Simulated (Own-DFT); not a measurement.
# Response to strain: wurtzite AlGaN with randomly placed atoms, 128 atoms (Al48Ga16N64)

These are calculations, not measurements. The program, named Own-DFT, is a retired in-house plane-wave density functional code that no person has reviewed. Each row is one single-point run on a periodic cell that was not relaxed, without spin or spin-orbit coupling.

Settings of every run: PBE; PseudoDojo norm-conserving scalar-relativistic files (stringent for Ga); cutoff 96 hartree; 3 x 3 x 3 k mesh centred on Gamma; Gaussian smearing of 0.01 eV.

Known limits: k mesh not checked against a denser one; stress not checked against mesh or cutoff.

Unstrained cell vectors in Å: (12.525, 0.000, 0.000); (-6.263, 10.847, 0.000); (0.000, 0.000, 10.066). The unstrained cell has measured lattice constants (interpolated for alloys), not those of this functional. That, the random moves and any unrelaxed bonds set the pressure at no strain. Each run strains this cell uniformly, with the atoms carried along. Every atom was also moved at random, by a Gaussian of width 0.05 Å on each axis. The random placing of the alloy's atoms differs from row to row. Strain is the symmetric tensor, in per cent. Stress is positive in tension, and the pressure is minus a third of its trace.

```
run  e_xx (%)  e_yy (%)  e_zz (%)  s_xx (GPa)  s_yy (GPa)  s_zz (GPa)  P (GPa)  E (meV/atom)
  1     -2.75     -2.75      0.00      -24.01      -23.99      -11.25    19.75          55.9
  2     -1.75     -1.75      0.00      -16.18      -18.19      -10.00    14.79          39.1
  3     -2.25     -2.25      0.00      -23.30      -20.99       -9.67    17.99          73.9
  4      2.75      2.75      0.00        7.75        7.65       -3.50    -3.97          12.2
  5     -0.75     -0.75      0.00      -10.62      -11.09       -7.04     9.58           9.8
  6     -2.00     -2.00      0.00      -18.36      -21.38       -9.60    16.45          57.7
  7     -0.25     -0.25      0.00       -8.82       -7.63       -5.77     7.41           9.7
  8     -0.50     -0.50      0.00       -8.09       -9.06       -6.91     8.02           0.0
  9      0.75      0.75      0.00           ?           ?           ?        ?             ?
```

E is the free energy for each atom above the lowest run shown.

## Worked fit

The change of volume is close to e_xx + e_yy + e_zz. A straight line through the runs shown gives P = 7.20 - 220 x (fractional change of volume) GPa, with an error of 11 on the slope and a scatter of 1.03 GPa. The strain isn't the same on all axes and the cell isn't cubic, so the slope belongs to this path and is not the bulk modulus.

## Withheld run

Question: what pressure should run 9 give? Its volume changes by 1.51 %.

The line gives 3.9 GPa. The calculation gave 3.35 GPa.
